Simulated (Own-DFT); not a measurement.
# Computed records: SiC (2H silicon carbide, strained, atoms displaced)

Computed with Own-DFT development build. A calculation, not a measurement: plane-wave PBE density functional theory by an unreviewed code, no spin, of a simulated periodic cell, stress positive in tension, free energy of the whole cell less one offset for each atom, forces on such cells passed a denser k mesh, this cell's mesh not checked; offsets are fitted by least squares, one for each functional and potential file, so energies compare only between cells with the same atoms and settings and are not formation energies; the far tail of each file's local potential was reset to the Coulomb form; each entry is a single point on an unrelaxed cell, so the pressure reflects the starting lattice, mostly measured values (interpolated for alloys), from which strain is counted, and rises with the displacements; printed positions are rounded, which can move forces by about a meV/angstrom; the program, named Own-DFT, is a retired in-house code; no spin-orbit coupling; before rounding, a Quantum ESPRESSO 7.3.1 run of the same cell and cutoff gave forces within 1 meV/angstrom rms on each cell, which checks the program and not the settings.

Common to all runs: functional PBE; potential files PseudoDojo norm-conserving, scalar-relativistic, standard set; wave cutoff 42 hartree; occupations Fermi-Dirac; smearing width 0.1 eV; k mesh 4 x 4 x 3 centred on Gamma.

```yaml
- entry: 1
  formula: SiC
  kind: "2H silicon carbide, strained, atoms displaced"
  structure:
    cell_angstrom:
      - [9.1603, 0.0735, 0.1362]
      - [-4.5166, 7.8353, -0.1568]
      - [0.1483, -0.1115, 9.8724]
    atoms_fractional:
      - [Si, 0.99372, 0.99469, 0.99735]
      - [Si, 0.10802, 0.21659, 0.2522]
      - [C, 0.99955, 0.99375, 0.1846]
      - [C, 0.11375, 0.22593, 0.45044]
      - [Si, 0.00081, 0.99381, 0.50173]
      - [Si, 0.10375, 0.21322, 0.75114]
      - [C, 0.00288, 0.00224, 0.69398]
      - [C, 0.10907, 0.22351, 0.93886]
      - [Si, 0.00876, 0.34242, 0.99486]
      - [Si, 0.1113, 0.5538, 0.24698]
      - [C, 0.0015, 0.33504, 0.1941]
      - [C, 0.11304, 0.55315, 0.42853]
      - [Si, 0.0066, 0.32494, 0.50488]
      - [Si, 0.10638, 0.54673, 0.74954]
      - [C, 0.99975, 0.34389, 0.69562]
      - [C, 0.1051, 0.54883, 0.9331]
      - [Si, 0.00781, 0.67175, 0.00599]
      - [Si, 0.11365, 0.88791, 0.24313]
      - [C, 0.99423, 0.66889, 0.1858]
      - [C, 0.11247, 0.88511, 0.43397]
      - [Si, 0.99821, 0.66666, 0.49625]
      - [Si, 0.12117, 0.89092, 0.74812]
      - [C, 0.00564, 0.66629, 0.6915]
      - [C, 0.10765, 0.88413, 0.93555]
      - [Si, 0.34147, 0.00892, 0.00988]
      - [Si, 0.44067, 0.22219, 0.25658]
      - [C, 0.32142, 0.99781, 0.18531]
      - [C, 0.45443, 0.22908, 0.43523]
      - [Si, 0.33359, 0.99506, 0.49495]
      - [Si, 0.45613, 0.23102, 0.74761]
      - [C, 0.32514, 0.99651, 0.68931]
      - [C, 0.45788, 0.23939, 0.93691]
      - [Si, 0.33741, 0.33281, 0.99586]
      - [Si, 0.44827, 0.56006, 0.26023]
      - [C, 0.34182, 0.32658, 0.17537]
      - [C, 0.45332, 0.5626, 0.44649]
      - [Si, 0.32291, 0.32503, 0.49087]
      - [Si, 0.44544, 0.56168, 0.74793]
      - [C, 0.33221, 0.33359, 0.68039]
      - [C, 0.44426, 0.5556, 0.93498]
      - [Si, 0.34193, 0.67152, 0.99735]
      - [Si, 0.44905, 0.89134, 0.24789]
      - [C, 0.33514, 0.67173, 0.19563]
      - [C, 0.44638, 0.90013, 0.42923]
      - [Si, 0.32522, 0.66649, 0.497]
      - [Si, 0.44978, 0.89142, 0.75527]
      - [C, 0.33237, 0.66294, 0.69205]
      - [C, 0.43213, 0.88322, 0.93661]
      - [Si, 0.68275, 0.00859, 0.99246]
      - [Si, 0.77976, 0.22541, 0.24697]
      - [C, 0.66455, 0.99765, 0.19345]
      - [C, 0.77639, 0.22059, 0.42928]
      - [Si, 0.67846, 0.00559, 0.49747]
      - [Si, 0.78123, 0.22824, 0.74939]
      - [C, 0.67419, 0.00223, 0.68176]
      - [C, 0.78536, 0.22688, 0.94356]
      - [Si, 0.66542, 0.33469, 0.00308]
      - [Si, 0.77193, 0.55505, 0.25321]
      - [C, 0.65894, 0.33717, 0.18265]
      - [C, 0.77654, 0.54839, 0.43868]
      - [Si, 0.66018, 0.32924, 0.5032]
      - [Si, 0.77968, 0.56377, 0.7448]
      - [C, 0.6727, 0.34288, 0.68881]
      - [C, 0.77254, 0.55227, 0.93607]
      - [Si, 0.67734, 0.66764, 0.98691]
      - [Si, 0.79325, 0.91177, 0.24599]
      - [C, 0.66933, 0.67664, 0.19091]
      - [C, 0.78361, 0.88551, 0.43984]
      - [Si, 0.68379, 0.67363, 0.50253]
      - [Si, 0.77727, 0.8864, 0.7529]
      - [C, 0.66574, 0.65683, 0.68876]
      - [C, 0.77929, 0.88562, 0.93682]
  results:
    "free_energy_of_cell_above_offsets [eV]": "-2.214"
    "pressure [GPa]": 17.32
    "stress_xx [GPa]": -14.2
    "stress_yy [GPa]": -16.94
    "stress_zz [GPa]": -20.82
    "stress_yz [GPa]": -3.61
    "stress_xz [GPa]": 5.99
    "stress_xy [GPa]": 3.79
    force_element: [Si, Si, C, C, Si, Si, C, C, Si, Si, C, C, Si, Si, C, C, Si, Si, C, C, Si, Si, C, C, Si, Si, C, C, Si, Si, C, C, Si, Si, C, C, Si, Si, C, C, Si, Si, C, C, Si, Si, C, C, Si, Si, C, C, Si, Si, C, C, Si, Si, C, C, Si, Si, C, C, Si, Si, C, C, Si, Si, C, C]
    "force_x [eV/angstrom]": [1.51, 0.895, 0.52, 0.939, -0.047, 0.996, -0.154, 1.437, -0.599, -0.526, 0.454, -0.579, -4.918, 0.479, 1.26, 1.106, -1.404, -1.604, 1.184, -0.079, 1.179, -2.527, -1.006, 0.993, -1.631, 1.008, 3.202, -2.093, -1.376, -2.249, 3.86, 0.344, -1.648, 0.432, -2.729, -0.428, 3.227, 0.355, 0.041, 1.074, -1.426, -1.521, 0.287, 2.619, 1.535, -1.281, -1.025, 2.465, -2.665, -1.245, 0.469, 1.073, -1.763, -0.477, -0.791, -0.534, 0.665, -0.308, 1.528, 0.615, 1.936, 2.461, 0.608, 3.322, -3.425, -1.031, 0.333, 0.111, -2.415, 0.588, -1.431, -0.177]
    "force_y [eV/angstrom]": [1.266, 1.385, 1.845, -3.795, 0.759, 3.351, -2.598, -0.991, -1.579, 1.391, -1.013, -0.614, 3.098, 4.596, -4.989, 2.566, -1.309, -0.89, -1.407, 0.673, -1.139, -1.156, 0.193, 1.523, 0.062, -0.068, 1.03, -1.945, 1.633, -0.975, 2.127, -3.298, 0.868, -0.02, 1.145, -0.874, 3.193, -2.24, -0.477, 0.393, -1.593, 0.133, -1.296, -1.859, 1.001, -0.293, 1.307, 2.383, -1.498, 0.456, 1.903, 0.596, -0.919, -0.284, -0.035, 0.106, 0.994, 0.957, -1.07, 0.531, 0.779, -0.841, -1.524, -0.014, -0.62, -4.543, -0.066, 1.791, -1.787, 0.123, 2.853, 0.607]
    "force_z [eV/angstrom]": [-0.284, -0.89, 0.12, -3.645, 0.656, 0.206, -1.438, -0.028, 2.153, -0.401, -1.944, 2.578, -0.124, 0.786, -2.452, 1.441, -2.433, 1.375, 1.47, -0.128, 0.721, 1.293, -1.645, 0.836, -3.73, -2.544, 2.062, 1.083, 1.347, -0.067, -1.255, -0.824, -0.739, -2.032, 3.999, -0.582, 2.5, -0.447, 1.319, 0.064, 1.326, -0.388, -1.98, 2.043, 0.493, -2.243, -1.245, 1.047, 2.091, -0.756, -2.534, 2.597, -0.993, 0.569, 1.956, -1.381, -1.118, -1.273, 2.297, 0.206, -0.566, 1.904, -0.453, -0.711, 3.696, 1.399, -0.785, -0.821, -0.363, -1.589, -0.389, -0.414]
- entry: 2
  formula: SiC
  kind: "2H silicon carbide, strained, atoms displaced"
  structure:
    cell_angstrom:
      - [9.2276, -0.0428, -0.0903]
      - [-4.6508, 7.9712, 0.0047]
      - [-0.0983, -0.0509, 10.0829]
    atoms_fractional:
      - [Si, 0.00147, 0.99957, 0.00265]
      - [Si, 0.10806, 0.22265, 0.25222]
      - [C, 0.00171, 0.00171, 0.20187]
      - [C, 0.10672, 0.21884, 0.4279]
      - [Si, 0.99623, 0.99608, 0.50129]
      - [Si, 0.10851, 0.22894, 0.75353]
      - [C, 0.00501, 0.99895, 0.67972]
      - [C, 0.11675, 0.23119, 0.93673]
      - [Si, 0.99085, 0.32062, 0.00695]
      - [Si, 0.10273, 0.55513, 0.25323]
      - [C, 0.00368, 0.33944, 0.18844]
      - [C, 0.10046, 0.55385, 0.43105]
      - [Si, 0.00103, 0.33021, 0.49876]
      - [Si, 0.11335, 0.55857, 0.75048]
      - [C, 0.99337, 0.32301, 0.69468]
      - [C, 0.11779, 0.55529, 0.93351]
      - [Si, 0.99787, 0.67361, 0.00564]
      - [Si, 0.10296, 0.8876, 0.25378]
      - [C, 0.00585, 0.66913, 0.18706]
      - [C, 0.11193, 0.88835, 0.43407]
      - [Si, 0.99771, 0.65517, 0.49845]
      - [Si, 0.11215, 0.88866, 0.75389]
      - [C, 0.00239, 0.67741, 0.68954]
      - [C, 0.11023, 0.89015, 0.94444]
      - [Si, 0.33714, 0.99061, 0.99321]
      - [Si, 0.4433, 0.23045, 0.24016]
      - [C, 0.33616, 0.01263, 0.18991]
      - [C, 0.44967, 0.22329, 0.44106]
      - [Si, 0.33256, 0.99943, 0.50101]
      - [Si, 0.44208, 0.22055, 0.74632]
      - [C, 0.33217, 0.99996, 0.68869]
      - [C, 0.44965, 0.22321, 0.9399]
      - [Si, 0.33608, 0.33687, 0.9994]
      - [Si, 0.44128, 0.5507, 0.24907]
      - [C, 0.33092, 0.32675, 0.18337]
      - [C, 0.43586, 0.54472, 0.43601]
      - [Si, 0.33079, 0.33005, 0.50326]
      - [Si, 0.44192, 0.5597, 0.74948]
      - [C, 0.33257, 0.32656, 0.6821]
      - [C, 0.4466, 0.55414, 0.93242]
      - [Si, 0.33248, 0.66755, 0.99684]
      - [Si, 0.44884, 0.89215, 0.25314]
      - [C, 0.32733, 0.65649, 0.18494]
      - [C, 0.44474, 0.89422, 0.43798]
      - [Si, 0.34104, 0.67039, 0.49534]
      - [Si, 0.44369, 0.88566, 0.75072]
      - [C, 0.33013, 0.66397, 0.69203]
      - [C, 0.43194, 0.87603, 0.93532]
      - [Si, 0.66139, 0.99899, 0.99942]
      - [Si, 0.78451, 0.23458, 0.25319]
      - [C, 0.66379, 0.99254, 0.18335]
      - [C, 0.77589, 0.21516, 0.43575]
      - [Si, 0.67271, 0.9974, 0.50054]
      - [Si, 0.77397, 0.21686, 0.75024]
      - [C, 0.6607, 0.99616, 0.69345]
      - [C, 0.77404, 0.22534, 0.93881]
      - [Si, 0.65515, 0.32726, 0.99606]
      - [Si, 0.78022, 0.54766, 0.25358]
      - [C, 0.66994, 0.33776, 0.1882]
      - [C, 0.76406, 0.56142, 0.4426]
      - [Si, 0.6736, 0.33936, 0.49087]
      - [Si, 0.77977, 0.55405, 0.75424]
      - [C, 0.65926, 0.33037, 0.68798]
      - [C, 0.79018, 0.5613, 0.93914]
      - [Si, 0.66078, 0.66664, 0.99821]
      - [Si, 0.77495, 0.88618, 0.24806]
      - [C, 0.66979, 0.66497, 0.17736]
      - [C, 0.77555, 0.89197, 0.43999]
      - [Si, 0.66594, 0.66094, 0.49846]
      - [Si, 0.77302, 0.88239, 0.7423]
      - [C, 0.66566, 0.65359, 0.69118]
      - [C, 0.77968, 0.88188, 0.93055]
  results:
    "free_energy_of_cell_above_offsets [eV]": "-6.249"
    "pressure [GPa]": 6.98
    "stress_xx [GPa]": -6.83
    "stress_yy [GPa]": -7.37
    "stress_zz [GPa]": -6.73
    "stress_yz [GPa]": -1.85
    "stress_xz [GPa]": -3.54
    "stress_xy [GPa]": -0.9
    force_element: [Si, Si, C, C, Si, Si, C, C, Si, Si, C, C, Si, Si, C, C, Si, Si, C, C, Si, Si, C, C, Si, Si, C, C, Si, Si, C, C, Si, Si, C, C, Si, Si, C, C, Si, Si, C, C, Si, Si, C, C, Si, Si, C, C, Si, Si, C, C, Si, Si, C, C, Si, Si, C, C, Si, Si, C, C, Si, Si, C, C]
    "force_x [eV/angstrom]": [-0.388, 0.711, -1.396, 0.346, 1.167, 2.255, -1.341, -0.493, 0.417, 2.188, -0.441, 2.13, -0.076, -1.23, -0.846, -2.092, 2.538, 2.463, -1.465, -0.558, -2.152, -0.473, 0.922, 0.414, -2.156, 1.774, 0.779, -1.189, -0.163, 0.263, 0.482, -2.828, 0.303, 0.337, -1.752, 0.336, 0.438, 1.662, -1.807, -0.991, 0.567, -1.312, -0.272, 1.124, -1.285, -1.099, 0.233, 1.857, 1.013, 0.08, -0.129, -0.023, -2.426, -1.037, 0.966, 0.107, 3.381, -1.46, -0.182, 5.495, -0.993, 0.587, 2.04, -2.843, 2.204, 0.116, -0.364, 0.791, -3.647, 1.351, -1.721, -1.208]
    "force_y [eV/angstrom]": [0.569, 0.438, -0.3, 0.342, 0.486, -1.897, 0.425, -1.873, 2.737, 0.752, -1.252, -0.875, -0.182, -0.802, 2.217, -0.691, -1.108, 0.76, -0.151, -0.921, 3.024, 1.132, -2.834, 0.457, 1.895, -1.142, -2.801, 0.058, 0.569, 0.225, -0.774, -1.673, -0.441, 0.328, 1.599, 1.568, -0.959, -1.786, 1.231, 0.157, -2.225, -0.441, 1.463, -0.872, -0.529, 0.225, 0.43, 1.946, -0.518, -2.596, 1.635, 1.56, 0.391, 0.864, -0.296, -1.43, 2.985, 2.683, -1.154, -1.976, -1.476, -0.409, 0.393, -1.656, -0.133, -0.155, -0.483, -1.942, 1.9, 0.231, 1.554, 1.523]
    "force_z [eV/angstrom]": [0.17, -1.39, -2.83, 3.209, -1.474, -0.902, 2.474, 0.995, -1.752, -1.989, 0.448, 1.982, 0.397, 0.29, -2.19, 1.366, -1.014, -0.573, 1.03, 1.513, 1.122, -0.18, -0.921, -1.096, 2.324, 2.65, -1.054, -1.33, -0.325, 0.682, 0.305, -1.635, -0.374, -0.788, 0.15, 0.059, -1.555, -0.516, 2.022, 0.749, 1.076, -1.203, 0.891, 0.446, 0.56, -0.386, -2.18, -0.44, -0.786, -1.236, 0.858, 0.547, 0.697, 0.379, -1.426, 0.026, 1.113, -0.965, -0.511, -2.527, 2.284, -0.097, -0.662, -0.002, -1.134, 0.19, 2.922, -0.729, 1.915, 0.771, -1.319, 0.876]
- entry: 3
  formula: SiC
  kind: "2H silicon carbide, strained, atoms displaced"
  structure:
    cell_angstrom:
      - [9.1504, -0.0831, 0.065]
      - [-4.6471, 8.1117, 0.1233]
      - [0.0708, 0.1959, 10.0777]
    atoms_fractional:
      - [Si, 0.99119, 0.00618, 0.00383]
      - [Si, 0.11215, 0.22438, 0.24832]
      - [C, 0.98825, 0.9937, 0.19004]
      - [C, 0.10806, 0.22625, 0.43036]
      - [Si, 0.99549, 0.98691, 0.50594]
      - [Si, 0.10556, 0.22701, 0.76012]
      - [C, 0.99245, 0.98954, 0.69209]
      - [C, 0.11839, 0.2206, 0.9371]
      - [Si, 0.99558, 0.32347, 0.00347]
      - [Si, 0.12031, 0.56284, 0.24443]
      - [C, 0.99647, 0.33645, 0.18134]
      - [C, 0.10539, 0.55822, 0.44654]
      - [Si, 0.99732, 0.33047, 0.49619]
      - [Si, 0.11756, 0.5643, 0.74448]
      - [C, 0.99654, 0.34298, 0.68288]
      - [C, 0.09823, 0.55022, 0.92972]
      - [Si, 0.00455, 0.66703, 0.99982]
      - [Si, 0.10816, 0.8898, 0.24309]
      - [C, 0.99146, 0.67479, 0.19295]
      - [C, 0.10765, 0.88183, 0.43944]
      - [Si, 0.98856, 0.6604, 0.49547]
      - [Si, 0.10013, 0.89066, 0.7327]
      - [C, 0.00329, 0.67521, 0.68678]
      - [C, 0.11564, 0.89582, 0.94376]
      - [Si, 0.325, 0.99483, 0.99515]
      - [Si, 0.44018, 0.22576, 0.25256]
      - [C, 0.31991, 0.99522, 0.18848]
      - [C, 0.44694, 0.22723, 0.43791]
      - [Si, 0.34059, 0.9993, 0.49946]
      - [Si, 0.4501, 0.21647, 0.74599]
      - [C, 0.32737, 0.99807, 0.69236]
      - [C, 0.45767, 0.22952, 0.94145]
      - [Si, 0.33345, 0.33581, 0.99814]
      - [Si, 0.45194, 0.56076, 0.24514]
      - [C, 0.33065, 0.33759, 0.18849]
      - [C, 0.43704, 0.55683, 0.43482]
      - [Si, 0.32782, 0.32924, 0.49962]
      - [Si, 0.45429, 0.5621, 0.74811]
      - [C, 0.33293, 0.34113, 0.68025]
      - [C, 0.43585, 0.54529, 0.94127]
      - [Si, 0.33105, 0.67538, 0.0036]
      - [Si, 0.44641, 0.87867, 0.25484]
      - [C, 0.32399, 0.66115, 0.18431]
      - [C, 0.44596, 0.88467, 0.44263]
      - [Si, 0.3319, 0.6626, 0.49585]
      - [Si, 0.43583, 0.88471, 0.7464]
      - [C, 0.33343, 0.6684, 0.68494]
      - [C, 0.44212, 0.88227, 0.94214]
      - [Si, 0.67133, 0.007, 0.00293]
      - [Si, 0.78345, 0.2204, 0.24201]
      - [C, 0.66408, 0.99831, 0.18409]
      - [C, 0.7876, 0.22109, 0.43244]
      - [Si, 0.66483, 0.99163, 0.49317]
      - [Si, 0.78516, 0.22412, 0.75415]
      - [C, 0.6585, 0.00131, 0.68453]
      - [C, 0.7819, 0.21787, 0.93914]
      - [Si, 0.67718, 0.33404, 0.00185]
      - [Si, 0.7795, 0.55769, 0.25129]
      - [C, 0.6728, 0.33275, 0.18962]
      - [C, 0.78241, 0.55369, 0.43309]
      - [Si, 0.66853, 0.32897, 0.50265]
      - [Si, 0.7907, 0.54989, 0.75028]
      - [C, 0.66266, 0.3413, 0.68849]
      - [C, 0.77367, 0.55807, 0.94371]
      - [Si, 0.66577, 0.66225, 0.99929]
      - [Si, 0.7704, 0.8874, 0.2506]
      - [C, 0.65652, 0.66076, 0.18611]
      - [C, 0.78149, 0.90147, 0.43925]
      - [Si, 0.66295, 0.65685, 0.50815]
      - [Si, 0.77833, 0.88559, 0.76476]
      - [C, 0.6597, 0.65555, 0.68711]
      - [C, 0.78249, 0.89516, 0.93495]
  results:
    "free_energy_of_cell_above_offsets [eV]": "-3.618"
    "pressure [GPa]": 6.74
    "stress_xx [GPa]": -12.01
    "stress_yy [GPa]": -1.25
    "stress_zz [GPa]": -6.96
    "stress_yz [GPa]": 6.48
    "stress_xz [GPa]": 3.86
    "stress_xy [GPa]": -6.81
    force_element: [Si, Si, C, C, Si, Si, C, C, Si, Si, C, C, Si, Si, C, C, Si, Si, C, C, Si, Si, C, C, Si, Si, C, C, Si, Si, C, C, Si, Si, C, C, Si, Si, C, C, Si, Si, C, C, Si, Si, C, C, Si, Si, C, C, Si, Si, C, C, Si, Si, C, C, Si, Si, C, C, Si, Si, C, C, Si, Si, C, C]
    "force_x [eV/angstrom]": [3.169, -1.182, 0.57, 1.142, -0.556, 1.171, -2.3, -1.933, 0.946, -4.552, 2.183, 1.277, 0.687, -1.047, 1.635, 1.656, -1.772, -1.45, 3.264, 0.205, 1.934, 3.069, 0.718, -2.592, 1.993, 0.975, 3.279, 0.199, -1.62, -3.093, 0.763, -1.059, 1.869, -3.443, 0.987, 2.05, -0.544, -3.174, 0.228, -0.13, 0.473, -2.787, 3.363, -0.387, -1.042, 0.714, 1.333, -0.153, -0.93, -1.905, 0.354, -2.442, -0.54, -2.132, 1.742, -0.594, -1.389, -1.266, -0.891, -2.643, 0.408, -3.392, 3.293, 2.33, -1.43, 0.454, 3.005, 1.488, -0.634, -1.889, 3.213, -1.246]
    "force_y [eV/angstrom]": [-1.412, -0.865, 1.845, -1.243, 2.168, -0.03, 3.165, 0.364, 2.112, -1.98, 0.675, -0.672, 0.767, -1.0, -0.539, 0.122, 0.922, -0.467, -0.764, 1.041, 1.388, -0.876, -0.995, -1.493, 1.954, -1.007, 1.493, -0.884, -0.003, 0.906, 0.42, -1.356, -1.408, -2.413, 0.133, -0.53, 0.659, -2.432, -1.276, 3.403, -3.234, 1.198, 2.093, 0.021, 0.062, 0.084, 0.373, 2.374, -2.572, -0.209, 0.266, -0.879, 2.46, -1.028, 0.187, 0.841, 0.305, -1.538, 0.211, -0.842, 0.294, 0.791, -0.988, -0.562, 0.429, -0.686, 2.308, -3.666, 1.144, -0.553, 2.452, -1.03]
    "force_z [eV/angstrom]": [-0.004, -0.015, -0.487, 1.774, -1.435, -3.461, -0.967, 1.295, -1.706, 2.41, 0.904, -2.254, 0.347, 0.261, 0.902, 1.5, 0.26, 1.965, -1.762, -0.407, 1.037, 4.156, -1.097, -2.078, 1.428, -1.137, -0.235, 0.44, -0.013, 1.693, -1.564, -0.937, 0.853, 1.475, -0.586, -0.289, -0.785, 1.113, 2.157, -1.03, -1.704, -0.892, 0.452, -1.464, 1.325, 1.059, -0.042, -1.263, -1.173, 2.023, 0.872, 0.023, 2.218, -1.466, 0.82, -0.291, 0.356, -0.538, -0.064, 1.126, -1.186, 1.187, -0.495, -1.382, 0.073, 0.611, -0.354, -0.712, -2.402, -4.9, 1.227, 3.235]
```
